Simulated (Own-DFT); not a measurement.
# Which defects push the lattice out? zincblende GaAs

Source: density functional calculations with Own-DFT, an unreviewed in-house program that is no longer used. Nothing was measured or relaxed, and spin and spin-orbit coupling are left out.

Method: PBE; PseudoDojo norm-conserving scalar-relativistic files; cutoff 42 hartree; 3 x 3 x 3 k mesh centred on Gamma; Fermi-Dirac smearing of 0.1 eV.

Caveats (not all hold for every row): not probed for a lower state with spin; forces not confirmed at this smearing and k mesh; stress not checked against mesh or cutoff.

All runs share one cell, with vectors in Å (11.737, 0.000, 0.000); (0.000, 11.737, 0.000); (0.000, 0.000, 10.919) and a volume of 1504.3 Å³, strained against the parent crystal. u is the rms random offset of the atoms per axis. The defect's site can differ from row to row.

```
                             cell     formula   u (Å)  P (GPa)
                        no defect    As32Ga32  0.0315     0.75
                        no defect    As32Ga32  0.0457     0.94
                        no defect    As32Ga32  0.0517     1.06
              one Al on a Ga site  AlAs32Ga31  0.0288     0.73
              one Al on a Ga site  AlAs32Ga31  0.0293     0.75
              one Al on a Ga site  AlAs32Ga31  0.0503        ?
              one Al on a Ga site  AlAs32Ga31  0.0529     1.03
              one P on an As site   As31Ga32P  0.0286     0.50
              one P on an As site   As31Ga32P  0.0318     0.53
              one P on an As site   As31Ga32P  0.0511     0.86
              one In on a Ga site  As32Ga31In  0.0281     1.30
              one In on a Ga site  As32Ga31In  0.0299     1.33
              one In on a Ga site  As32Ga31In  0.0499     1.65
one As vacancy and one Ga vacancy    As31Ga31  0.0275     0.52
one As vacancy and one Ga vacancy    As31Ga31  0.0290     0.47
one As vacancy and one Ga vacancy    As31Ga31  0.0483     0.75
```

## What the rows give

P = P0 + c u² + a shift for each defect gives P0 = 0.57 GPa, c = 180 ± 9 GPa/Å² and a scatter of 0.03 GPa. The shifts, and each times the cell's volume:

- one In on a Ga site: 0.60 ± 0.02 GPa, 5.7 eV
- one Al on a Ga site: 0.00 ± 0.02 GPa, 0.0 eV (not resolved)
- one P on an As site: -0.21 ± 0.02 GPa, -2.0 eV
- one As vacancy and one Ga vacancy: -0.23 ± 0.02 GPa, -2.1 eV

A positive shift means that the defect pushes the cell outwards. Shift times volume (160.2 GPa Å³ is 1 eV) depends little on the cell's size, so, taken for each site, it can be compared between cells at like pressure. The atoms around the defects weren't relaxed, which would change these numbers.

## Check

Question: what pressure belongs in the blank (one Al on a Ga site, u = 0.0503 Å)?

The fitted form gives 1.02 ± 0.03 GPa. The calculation gave 0.88 GPa. The miss is larger than the scatter suggests: chance, or a term that the fit lacks.
